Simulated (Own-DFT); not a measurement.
## Calculated data, InGa₃As₄ (zincblende random alloy, atoms displaced)

A calculation, not a measurement: plane-wave PBE density functional theory by an unreviewed code, no spin, of a simulated periodic cell, stress positive in tension, free energy of the whole cell less one offset for each atom, forces on such cells passed a denser k mesh, this cell's mesh not checked; offsets are fitted by least squares, one for each functional and potential file, so energies compare only between cells with the same atoms and settings and are not formation energies; the far tail of each file's local potential was reset to the Coulomb form; each entry is a single point on an unrelaxed cell, so the pressure reflects the starting lattice, mostly measured values, from which strain is counted, and rises with the displacements; printed positions are rounded, which can move forces by about a meV/angstrom; the program is a retired in-house code; no spin-orbit coupling. Program: Own-DFT development build.

Settings shared by all entries: functional PBE; potential files PseudoDojo norm-conserving, scalar-relativistic, standard set; wave cutoff 42 hartree; occupations Fermi-Dirac; smearing width 0.1 eV; k mesh 3 x 3 x 3 centred on Gamma.

(1) InGa₃As₄ (zincblende random alloy, atoms displaced)

```
InGa3As4
1.0
     11.5091     0.0000     0.0000
      0.0000    11.5091     0.0000
      0.0000     0.0000    11.5091
In Ga In Ga As Ga As Ga In As Ga In Ga As Ga As In Ga As In Ga In As Ga In Ga As
1 1 1 1 4 4 4 3 1 4 2 1 1 4 4 4 1 3 4 1 2 1 4 1 1 2 4
Direct
  0.01222 0.00367 0.99970
  0.98931 0.24176 0.25510
  0.25079 0.99258 0.24366
  0.24826 0.25085 0.00177
  0.12074 0.10685 0.13482
  0.12977 0.37761 0.37521
  0.36714 0.11126 0.37848
  0.36358 0.37085 0.12875
  0.00221 0.00180 0.49363
  0.00521 0.25140 0.74569
  0.25244 0.99454 0.74470
  0.25422 0.24254 0.50529
  0.13792 0.12778 0.62350
  0.12214 0.37288 0.87744
  0.38202 0.12788 0.88114
  0.36326 0.38692 0.63129
  0.00114 0.50122 0.01210
  0.99012 0.74597 0.24249
  0.24150 0.50576 0.25264
  0.24184 0.74459 0.99471
  0.13295 0.62107 0.12095
  0.12402 0.87612 0.37800
  0.37410 0.63168 0.36568
  0.37364 0.86941 0.12388
  0.99254 0.49320 0.50557
  0.99630 0.76010 0.76410
  0.24018 0.49171 0.73687
  0.24859 0.74064 0.48719
  0.12242 0.61428 0.62288
  0.12205 0.87067 0.88652
  0.38350 0.62620 0.86942
  0.38444 0.87043 0.61948
  0.49494 0.99599 0.00026
  0.51037 0.26549 0.25615
  0.74675 0.00817 0.24546
  0.75015 0.24739 0.00825
  0.61819 0.12135 0.12122
  0.63055 0.37553 0.36184
  0.88448 0.12586 0.37627
  0.86884 0.38510 0.12315
  0.51552 0.00094 0.49898
  0.51486 0.25092 0.75473
  0.75277 0.98751 0.75183
  0.75040 0.24442 0.50681
  0.63930 0.12710 0.62797
  0.61578 0.37855 0.87409
  0.88174 0.13674 0.87515
  0.87519 0.38073 0.62790
  0.50579 0.50177 0.02141
  0.49828 0.75175 0.24681
  0.76347 0.50877 0.25618
  0.74207 0.74631 0.00783
  0.62479 0.62330 0.12367
  0.61981 0.87737 0.37761
  0.88587 0.61634 0.36162
  0.87811 0.89827 0.12713
  0.49826 0.50623 0.49787
  0.49815 0.75815 0.74034
  0.73333 0.51021 0.74534
  0.74740 0.75683 0.51280
  0.61853 0.63054 0.62076
  0.61051 0.86698 0.88256
  0.88131 0.62372 0.88030
  0.88301 0.87539 0.61042
```

* free energy of cell above offsets: -16.095 eV
* pressure: 6.06 GPa
* stress xx: -6.07 GPa
* stress yy: -5.99 GPa
* stress zz: -6.11 GPa
* stress yz: -0.06 GPa
* stress xz: -0.01 GPa
* stress xy: -0.15 GPa

Force:
```csv
element,x (eV/Å),y (eV/Å),z (eV/Å)
In,-2.045,0.639,-1.563
Ga,1.545,1.704,-1.187
In,0.578,-0.641,1.237
Ga,-0.454,-0.787,0.068
As,0.402,4.774,0.198
As,-0.824,-0.902,0.464
As,1.316,2.504,0.204
As,0.111,0.002,1.099
Ga,0.902,0.346,0.427
Ga,-0.031,0.046,0.019
Ga,0.531,-0.093,0.64
Ga,0.729,1.237,-1.076
As,-1.693,-0.857,0.578
As,-0.663,-0.408,1.002
As,-0.613,-0.173,-0.784
As,4.798,-4.073,-3.468
Ga,0.245,-0.352,-1.001
Ga,1.01,1.057,-0.301
Ga,0.753,-0.667,0.096
In,2.57,-0.627,-0.27
As,-2.084,-0.484,1.658
As,-0.836,-1.549,0.054
As,0.371,-0.89,0.095
As,1.476,-0.384,-0.758
Ga,0.932,0.301,-1.055
Ga,0.09,-0.868,-1.29
In,-1.011,2.083,4.257
Ga,-0.457,0.566,1.222
As,-1.861,3.037,-1.346
As,0.36,0.873,-3.569
As,-0.779,-1.098,0.346
As,-3.528,1.507,-1.733
Ga,-0.19,0.114,0.161
Ga,-2.294,-2.189,-1.286
Ga,-0.045,-0.132,0.899
Ga,-0.209,0.42,-0.892
As,0.05,0.708,0.496
As,1.173,1.264,2.432
As,-2.101,-0.513,0.74
As,0.274,-1.289,0.499
In,-1.711,1.683,1.278
Ga,-1.384,-0.265,-0.8
Ga,0.272,0.469,0.566
Ga,0.965,1.124,-1.003
As,-0.373,-0.077,1.306
As,1.818,-0.113,0.362
As,-0.958,-0.566,-0.607
As,-1.074,-0.587,0.392
In,-2.709,-1.72,-2.354
Ga,0.499,0.086,-0.019
Ga,-1.808,-0.887,-1.243
In,2.164,1.543,-0.657
As,1.15,0.901,4.451
As,2.551,-2.152,-2.38
As,0,1.366,2.598
As,-1.116,-2.313,0.881
Ga,-0.422,-0.724,-0.504
In,0.287,-1.37,1.626
Ga,1.169,-0.685,0.768
Ga,0.069,-0.688,-1.765
As,1.153,-0.891,-1.008
As,1.465,1.947,-0.256
As,-0.474,-0.401,-0.719
As,-0.032,0.115,1.778
```

(2) InGa₃As₄ (zincblende random alloy, atoms displaced)

```
InGa3As4
1.0
     11.5091     0.0000     0.0000
      0.0000    11.5091     0.0000
      0.0000     0.0000    11.5091
Ga As Ga In As Ga As Ga In Ga As In Ga As Ga In Ga As Ga In Ga As Ga In As
4 4 3 1 4 4 4 1 1 2 4 2 2 4 2 1 1 4 1 2 1 4 3 1 4
Direct
  0.00465 0.00536 0.99783
  0.00802 0.26177 0.24333
  0.24698 0.99561 0.25499
  0.25440 0.24952 0.99970
  0.12199 0.12408 0.12441
  0.12170 0.37785 0.37667
  0.37861 0.12116 0.36628
  0.37324 0.36162 0.12779
  0.01024 0.01501 0.48463
  0.00982 0.24527 0.74443
  0.24838 0.00414 0.75170
  0.24707 0.25638 0.48980
  0.12298 0.12388 0.62153
  0.10595 0.39177 0.87075
  0.37622 0.12917 0.86437
  0.35762 0.37390 0.62700
  0.00832 0.48701 0.99473
  0.99718 0.74254 0.25192
  0.24322 0.51669 0.24100
  0.25383 0.75501 0.98076
  0.11467 0.62715 0.12748
  0.13658 0.88475 0.36253
  0.38212 0.62445 0.36578
  0.37921 0.86598 0.11697
  0.00801 0.48695 0.49682
  0.00010 0.74452 0.75808
  0.25046 0.49848 0.74803
  0.25316 0.75393 0.49695
  0.12544 0.62938 0.63293
  0.14250 0.87438 0.87383
  0.37695 0.63485 0.86957
  0.37721 0.86862 0.62144
  0.49679 0.00918 0.00161
  0.49437 0.24768 0.24341
  0.74570 0.99474 0.24422
  0.75428 0.25549 0.99434
  0.63544 0.12280 0.11084
  0.61930 0.37516 0.38141
  0.87050 0.12859 0.36566
  0.87738 0.37735 0.10984
  0.48559 0.00263 0.50434
  0.49493 0.25047 0.75810
  0.74583 0.00186 0.74402
  0.73731 0.24619 0.49787
  0.62847 0.12649 0.62511
  0.62316 0.38364 0.87744
  0.87418 0.11659 0.86805
  0.87782 0.35722 0.60443
  0.49848 0.49206 0.00990
  0.48888 0.75271 0.25124
  0.74934 0.48931 0.25407
  0.74027 0.75106 0.00752
  0.62324 0.62617 0.11438
  0.62650 0.87045 0.37854
  0.86913 0.62417 0.37327
  0.87733 0.87047 0.13578
  0.49556 0.50126 0.50455
  0.50769 0.76379 0.76267
  0.76191 0.49834 0.73257
  0.75697 0.75651 0.51033
  0.63534 0.62134 0.62398
  0.61781 0.88459 0.86449
  0.87279 0.62598 0.87112
  0.87784 0.86782 0.63515
```

* free energy of cell above offsets: -17.587 eV
* pressure: 5.74 GPa
* stress xx: -5.72 GPa
* stress yy: -5.67 GPa
* stress zz: -5.82 GPa
* stress yz: 0.63 GPa
* stress xz: -0.12 GPa
* stress xy: -0.71 GPa

Force:
```csv
element,x (eV/Å),y (eV/Å),z (eV/Å)
Ga,-0.395,-0.96,-0.048
Ga,-0.998,-0.561,-0.139
Ga,1.888,1.396,-2.569
Ga,-1.077,-0.108,-0.753
As,0.865,0.348,0.192
As,0.12,1.115,-2.715
As,-1.02,-1.278,0.972
As,-2.119,3.173,-1.571
Ga,-1.057,-1.026,0.239
Ga,-1.322,0.253,0.36
Ga,0.465,-0.279,-1.04
In,0.527,-1.814,0.146
As,0.581,-0.512,0.485
As,3.537,-3.062,-2.404
As,-1.567,0.083,0.475
As,2.531,0.594,0.741
Ga,-2.488,3.295,2.218
Ga,-0.081,0.496,0.693
Ga,0.615,-1.29,0.728
Ga,0.451,-1.1,2.155
As,0.604,0.202,-1.873
As,-2.267,-2.371,2.092
As,-2.364,-1.988,2.416
As,-2.543,1.445,-0.484
Ga,-1.213,1.975,0.87
In,0.835,1.117,0.348
Ga,-0.406,1.083,0.629
Ga,-0.372,-0.617,-0.258
As,1.156,-1.445,-2.33
As,-1.884,1.727,-0.025
As,0.404,-1.731,0.119
As,-0.213,0.52,0.91
In,-0.555,-0.755,-0.521
In,2.876,-0.965,0.704
Ga,0.045,0.119,0.581
Ga,-0.049,-0.487,-0.755
As,1.217,1.002,1.427
As,-0.792,-0.5,0.755
As,0.066,0.245,-0.124
As,0.45,-0.767,0.758
Ga,1.366,-0.157,-0.317
Ga,1.119,1.131,-1.162
In,0.88,-0.695,-0.281
Ga,0.62,-0.285,-0.707
As,-2.598,1.136,-1.008
As,0.403,-0.462,-0.813
As,1.391,1.818,1.229
As,0.212,0.66,1.397
Ga,-0.43,0.645,-0.673
In,2.772,0.427,-0.67
In,-0.076,0.681,-1.222
Ga,1.011,0.671,-1.263
As,-0.512,-0.787,0.88
As,-0.626,1.912,-0.179
As,1.995,-0.198,0.711
As,-0.025,0.287,-1.405
Ga,-0.02,0.068,0.391
Ga,-0.951,-2.009,-2.043
Ga,0.167,-0.657,0.656
In,-0.394,-0.654,-1.261
As,-2.2,-0.327,0.886
As,1.069,-0.645,2.46
As,-1.419,-1.639,2.047
As,1.797,2.511,-1.055
```

(3) InGa₃As₄ (zincblende random alloy, atoms displaced)

```
InGa3As4
1.0
     11.5091     0.0000     0.0000
      0.0000    11.5091     0.0000
      0.0000     0.0000    11.5091
Ga As Ga In Ga As Ga In Ga As Ga As In Ga In Ga As Ga In Ga As Ga In Ga As Ga In As
4 4 2 1 1 4 1 1 2 4 4 4 1 1 1 1 4 1 2 1 4 1 1 2 4 3 1 4
Direct
  0.99492 0.99279 0.01133
  0.99783 0.26006 0.25535
  0.25199 0.99543 0.24690
  0.24515 0.25108 0.99638
  0.12541 0.12874 0.12891
  0.12630 0.37187 0.37464
  0.37482 0.12475 0.37940
  0.37825 0.37304 0.11713
  0.00666 0.99247 0.49838
  0.98737 0.25145 0.75655
  0.22760 0.00550 0.74944
  0.24614 0.25151 0.49482
  0.11745 0.12569 0.62401
  0.11235 0.36787 0.87667
  0.35817 0.13644 0.87091
  0.37791 0.38033 0.61270
  0.00161 0.51501 0.00131
  0.00958 0.75622 0.26225
  0.24705 0.50273 0.25325
  0.24198 0.74492 0.00407
  0.12080 0.62697 0.12592
  0.12937 0.88291 0.38861
  0.37575 0.62216 0.37146
  0.37216 0.87251 0.11732
  0.00014 0.51173 0.49306
  0.00792 0.75710 0.74650
  0.24794 0.50660 0.75340
  0.24044 0.74479 0.50056
  0.11731 0.61556 0.61981
  0.13789 0.87364 0.87389
  0.37614 0.62446 0.87792
  0.37730 0.88131 0.63236
  0.50984 0.00089 0.99882
  0.51130 0.24643 0.24293
  0.74498 0.99904 0.23471
  0.74884 0.24491 0.00068
  0.62590 0.12261 0.13587
  0.63611 0.38714 0.37626
  0.86960 0.11139 0.37643
  0.86357 0.38005 0.13292
  0.49205 0.99688 0.49987
  0.49942 0.25543 0.76225
  0.75003 0.00535 0.73484
  0.75396 0.26040 0.49145
  0.62056 0.13639 0.64237
  0.64197 0.36575 0.87967
  0.86030 0.11566 0.87782
  0.87529 0.37582 0.61951
  0.48636 0.50546 0.00974
  0.50389 0.73801 0.25171
  0.75841 0.50518 0.25515
  0.74673 0.75196 0.00628
  0.61048 0.63215 0.12519
  0.62338 0.88004 0.36289
  0.88030 0.61532 0.37767
  0.86640 0.87503 0.12318
  0.49923 0.49639 0.50179
  0.51120 0.73708 0.76080
  0.74861 0.49417 0.76134
  0.74756 0.74726 0.50403
  0.62156 0.62082 0.62756
  0.62627 0.88434 0.86190
  0.86153 0.61649 0.88227
  0.86441 0.87012 0.63633
```

* free energy of cell above offsets: -17.593 eV
* pressure: 5.69 GPa
* stress xx: -5.54 GPa
* stress yy: -5.84 GPa
* stress zz: -5.68 GPa
* stress yz: -0.36 GPa
* stress xz: 0.19 GPa
* stress xy: 0.35 GPa

Force:
```csv
element,x (eV/Å),y (eV/Å),z (eV/Å)
Ga,0.678,0.736,-1.051
Ga,-0.697,-1.026,-0.291
Ga,0.214,0.539,0.108
Ga,-0.267,0.263,0.537
As,-0.479,-0.214,0.097
As,-0.287,1.014,0.122
As,0.077,0.232,-0.95
As,-0.915,-0.54,1.28
Ga,-1.893,0.982,1.251
Ga,-0.338,-0.59,-0.568
In,2.701,0.399,-0.753
Ga,0.419,-0.324,0.64
As,-1.608,2.013,-1.501
As,0.652,1.353,0.228
As,0.425,-0.925,1.124
As,-1.401,-0.367,1.119
Ga,-0.855,-1.573,-0.163
In,-1.128,0.188,-0.48
Ga,0.419,-0.652,-0.543
Ga,0.904,0.223,-0.299
As,0.968,-0.567,-0.029
As,1.518,-0.118,-0.797
As,-1.479,-0.806,1.751
As,-0.764,-0.321,0.634
Ga,0.373,-2.553,0.688
Ga,-0.637,-0.749,0.593
Ga,-0.017,-1.08,-0.373
Ga,1.368,0.122,0.633
As,0.698,1.234,1.01
As,-2.767,-1.922,2.278
As,-0.623,0.185,0.042
As,-0.01,-1.71,-0.302
In,-1.707,0.639,-0.532
Ga,-1.194,1.26,1.435
In,1.541,-0.525,2.329
Ga,0.493,-0.212,1.124
As,-1.092,2.863,-2.71
As,-1.226,-0.59,-0.495
As,1.12,1.444,0.591
As,1.286,-0.519,-1.058
Ga,0.907,0.397,0.378
In,-1.24,1.219,-0.184
In,-0.447,0.492,0.67
Ga,-0.142,-1.239,0.761
As,-0.156,-0.083,-4.371
As,-1.289,1.773,1.096
As,2.293,0.972,1.414
As,0.244,0.614,0.445
Ga,1.413,-0.397,-0.948
In,-2.119,2.926,1.277
Ga,-1.188,0.311,-0.734
Ga,-0.694,-0.181,-1.029
As,3.623,-2.797,-2.494
As,-0.672,-0.129,2.292
As,-0.807,1.165,-0.621
As,1.73,-1.716,-0.806
Ga,0.402,0.68,-0.684
Ga,-0.762,1.116,-0.567
Ga,0.173,-0.111,-1.477
In,-0.273,0.172,-1.123
As,-0.338,-1.228,0.835
As,0.204,-2.446,0.972
As,1.132,1.538,-0.225
As,3.537,-0.859,-1.595
```

(4) InGa₃As₄ (zincblende random alloy, atoms displaced)

```
InGa3As4
1.0
     11.5091     0.0000     0.0000
      0.0000    11.5091     0.0000
      0.0000     0.0000    11.5091
Ga In Ga In As Ga In Ga As Ga In Ga As Ga As Ga In As Ga In Ga As Ga As Ga As
1 1 1 1 4 1 2 1 4 1 2 1 4 4 4 3 1 4 1 1 2 4 4 4 4 4
Direct
  0.00023 0.00019 0.00227
  0.99031 0.23960 0.26098
  0.24915 0.99508 0.24974
  0.24882 0.25048 0.01490
  0.12171 0.12437 0.12979
  0.11681 0.37659 0.37350
  0.37107 0.11745 0.36157
  0.37409 0.36569 0.14127
  0.99708 0.98809 0.49731
  0.99384 0.23756 0.74746
  0.24259 0.99456 0.74893
  0.25392 0.24607 0.49497
  0.13075 0.13646 0.61682
  0.12258 0.36594 0.87319
  0.36932 0.12478 0.88135
  0.37745 0.37520 0.62998
  0.00319 0.49813 0.00244
  0.99958 0.75120 0.24565
  0.26211 0.50859 0.24440
  0.25146 0.74438 0.00606
  0.11976 0.62481 0.12779
  0.13287 0.87446 0.37232
  0.36455 0.63046 0.37005
  0.37273 0.87722 0.12737
  0.00527 0.49565 0.49990
  0.99437 0.75075 0.74199
  0.25870 0.50383 0.74450
  0.24428 0.74638 0.50050
  0.13203 0.63677 0.62418
  0.11840 0.86951 0.86422
  0.38231 0.60800 0.87400
  0.37045 0.88225 0.61734
  0.49477 0.00365 0.99223
  0.50119 0.25368 0.25783
  0.75930 0.99188 0.25341
  0.74791 0.24863 0.00372
  0.62114 0.12080 0.11936
  0.62511 0.37681 0.37328
  0.86920 0.11550 0.37421
  0.87797 0.37209 0.13498
  0.49068 0.00012 0.49465
  0.48583 0.24619 0.74206
  0.75324 0.01836 0.75072
  0.75314 0.26511 0.49755
  0.62127 0.11940 0.62237
  0.62835 0.37788 0.87371
  0.88072 0.13032 0.87599
  0.87719 0.38387 0.61146
  0.50005 0.50331 0.99412
  0.48899 0.75008 0.24449
  0.75049 0.49989 0.24305
  0.75371 0.75134 0.99221
  0.62988 0.61867 0.12647
  0.63803 0.86924 0.38104
  0.86639 0.62650 0.37278
  0.88491 0.87464 0.11983
  0.48962 0.49387 0.48466
  0.50743 0.74882 0.74251
  0.74584 0.49860 0.75056
  0.74725 0.74584 0.49282
  0.62451 0.63014 0.62386
  0.62216 0.87918 0.86931
  0.87230 0.64008 0.86691
  0.86692 0.87618 0.62983
```

- free energy of cell above offsets: -19.877 eV
- pressure: 5.24 GPa
- stress xx: -5.18 GPa
- stress yy: -5.24 GPa
- stress zz: -5.31 GPa
- stress yz: 0.53 GPa
- stress xz: 0.4 GPa
- stress xy: 0.03 GPa

Force:
```csv
element,x (eV/Å),y (eV/Å),z (eV/Å)
Ga,0.622,-0.031,-0.699
In,1.032,0.503,-0.364
Ga,-0.528,0.17,-0.605
In,-0.173,0.156,-1.05
As,-0.269,-1.914,0.23
As,1.641,0.088,0.66
As,0.593,0.891,0.988
As,2.318,0.661,-1.312
Ga,0.325,0.614,0.411
In,0.815,2.157,-1.776
In,0.291,1.249,-0.219
Ga,0.085,0.926,-0.495
As,-0.458,-1.624,-1.056
As,0.369,2.002,-0.068
As,-0.013,-0.573,0.04
As,-1.859,1.733,-3.013
Ga,-0.446,0.031,-0.641
In,-0.108,-0.065,1.467
In,-2.426,-1.257,-0.211
Ga,-0.196,0.018,-0.871
As,0.768,-0.63,-1.991
As,-0.288,0.202,0.867
As,2.073,1.45,2.19
As,0.092,0.038,-0.938
Ga,0.166,1.475,-0.378
Ga,0.241,0.308,-0.121
Ga,-1.242,-0.466,0.34
Ga,0.957,1.208,-0.483
As,-1.108,-1.668,0.583
As,-0.631,-0.942,2.211
As,-0.833,2.415,-0.409
As,0.968,-1.874,-0.283
Ga,0.412,-0.579,0.407
Ga,0.524,-1.116,-0.411
Ga,-0.981,-0.153,-0.991
In,0.272,0.649,-0.037
As,-0.66,-0.969,1.807
As,0.135,0.192,-0.278
As,-1.077,-0.593,2.186
As,-0.217,1.505,-1.059
Ga,1.025,-0.24,-0.364
In,2.198,-1.028,1.792
Ga,-0.338,-1.071,0.164
Ga,-0.549,-1.527,0.008
As,0.677,0.513,-1.106
As,-0.855,0.289,-0.357
As,-1.299,-2.466,1.581
As,-0.665,-0.045,1.536
Ga,1.022,-1.358,1.453
Ga,1.58,-0.05,0.555
Ga,0.155,-0.254,0.683
Ga,-0.79,0.575,0.659
As,-0.91,1.098,-0.821
As,-2.163,0.928,-1.324
As,0.544,-1.077,0.532
As,-2.037,0.933,-0.95
Ga,0.341,0.825,1.027
Ga,-0.963,0.548,0.372
Ga,0.436,0.678,-0.463
Ga,0.539,-0.242,1.441
As,-0.002,-1.284,-0.899
As,0.356,0.116,0.266
As,0.399,-2.1,0.29
As,0.111,0.052,-0.704
```

(5) InGa₃As₄ (zincblende random alloy, atoms displaced)

```
InGa3As4
1.0
     11.5091     0.0000     0.0000
      0.0000    11.5091     0.0000
      0.0000     0.0000    11.5091
In Ga As Ga As In Ga In As Ga In Ga As Ga In Ga As Ga In As Ga In Ga As Ga As
1 3 4 4 4 1 1 2 4 1 1 2 4 1 1 2 4 3 1 4 1 1 2 4 4 4
Direct
  0.00688 0.00588 0.99950
  0.99781 0.24858 0.24991
  0.26505 0.00825 0.25779
  0.24970 0.24010 0.99433
  0.12143 0.14723 0.12634
  0.11824 0.38059 0.37555
  0.37449 0.12524 0.37590
  0.37444 0.37893 0.13371
  0.00781 0.98344 0.48656
  0.99429 0.24592 0.74408
  0.25840 0.00162 0.75498
  0.25323 0.23958 0.50003
  0.14502 0.12674 0.63056
  0.11678 0.36820 0.87384
  0.38121 0.13296 0.87991
  0.37746 0.37572 0.63284
  0.00136 0.48657 0.00506
  0.00765 0.75564 0.24173
  0.24939 0.49880 0.25098
  0.25741 0.75206 0.00912
  0.11922 0.63225 0.13053
  0.12651 0.86616 0.37259
  0.38638 0.62688 0.38804
  0.38362 0.87535 0.13484
  0.99254 0.50046 0.50922
  0.99605 0.74869 0.75974
  0.25091 0.49940 0.75502
  0.24148 0.74105 0.49930
  0.12334 0.63482 0.62727
  0.12814 0.86746 0.88336
  0.36751 0.63120 0.87357
  0.37951 0.87922 0.62816
  0.48779 0.00707 0.99946
  0.50005 0.25897 0.23600
  0.76128 0.00288 0.25286
  0.75052 0.25409 0.99617
  0.63909 0.11740 0.13532
  0.62635 0.38312 0.36381
  0.87863 0.11275 0.37642
  0.88084 0.38524 0.13231
  0.50139 0.01189 0.49728
  0.49517 0.25595 0.75386
  0.75159 0.01101 0.75143
  0.74890 0.24641 0.49510
  0.62822 0.12939 0.62577
  0.62172 0.38117 0.88469
  0.87751 0.12739 0.86234
  0.87716 0.36195 0.61678
  0.51913 0.49151 0.98998
  0.50419 0.74849 0.25718
  0.76088 0.51013 0.25172
  0.75644 0.75051 0.99603
  0.62895 0.61783 0.13051
  0.62332 0.87218 0.37880
  0.86688 0.61714 0.37080
  0.87963 0.87148 0.12064
  0.49511 0.50222 0.49155
  0.49865 0.74551 0.75511
  0.75633 0.50896 0.74431
  0.74576 0.73802 0.51093
  0.63483 0.63081 0.61735
  0.61170 0.86958 0.86325
  0.86318 0.63678 0.88427
  0.87808 0.86849 0.61877
```

- free energy of cell above offsets: -17.850 eV
- pressure: 5.72 GPa
- stress xx: -5.74 GPa
- stress yy: -5.56 GPa
- stress zz: -5.86 GPa
- stress yz: -0.31 GPa
- stress xz: 0.56 GPa
- stress xy: 0.4 GPa

Force:
```csv
element,x (eV/Å),y (eV/Å),z (eV/Å)
In,-0.18,0.243,0.136
Ga,-0.593,0.766,1.027
Ga,-1.719,-0.985,-1.049
Ga,0.008,1.728,0.554
As,1.376,-1.561,0.558
As,-0.433,-1.431,1.421
As,0.842,0.767,0.523
As,-0.792,0.593,-4.427
Ga,-0.277,0.882,1.573
Ga,1.257,0.11,-0.533
Ga,-0.06,-0.668,0.35
Ga,-0.167,1.649,-0.195
As,-1.988,-0.762,-0.09
As,1.633,-0.754,-1.348
As,-0.553,-0.446,-0.643
As,-0.36,0.305,-1.115
In,0.544,2.608,-1.138
Ga,-1.396,-0.191,0.994
In,-0.182,1.386,0.957
In,-0.287,0.085,0.719
As,0.35,-0.739,-0.401
As,1.174,0.332,-0.842
As,-2.506,0.337,-0.182
As,-0.553,2.003,-0.469
Ga,0.522,0.342,-0.619
In,-0.02,0.531,-0.393
Ga,-0.649,0.001,-0.343
Ga,1.245,0.93,0.208
As,0.281,-2.237,-0.167
As,0.905,1.757,-1.224
As,1.809,-1.943,-0.395
As,-0.233,-0.404,-0.569
Ga,1.739,-0.962,0.661
In,1.348,-2.005,1.45
Ga,-0.442,-1.82,0.008
Ga,0.441,-0.297,0.766
As,-0.545,0.242,-2.006
As,0.284,0.75,0.789
As,1.364,0.452,-0.337
As,-2.397,-2.617,1.385
Ga,0.209,-1.097,0.51
Ga,1.122,-0.014,-0.094
Ga,-0.571,-1.674,-0.794
In,-0.631,0.297,-1.368
As,-1.562,-0.57,1.163
As,2.59,-2.467,-3.441
As,-0.694,0.514,1.096
As,0.568,1.987,1.709
Ga,-3.402,3.009,2.985
In,0.437,-0.59,-0.623
Ga,-1.527,-1.505,-1.074
Ga,-2.554,1.397,1.482
As,0.509,0.186,-1.507
As,1.865,1.664,1.3
As,2.042,2.207,1.794
As,-0.883,0.179,0.746
Ga,1.644,-1.318,1.632
Ga,-0.448,-0.427,-1.542
Ga,-0.15,-0.601,0.21
Ga,1.971,2.357,-2.602
As,-2.976,-2.409,2.226
As,1.583,1.568,1.739
As,0.879,-2.992,-0.931
As,-0.809,1.326,-0.21
```
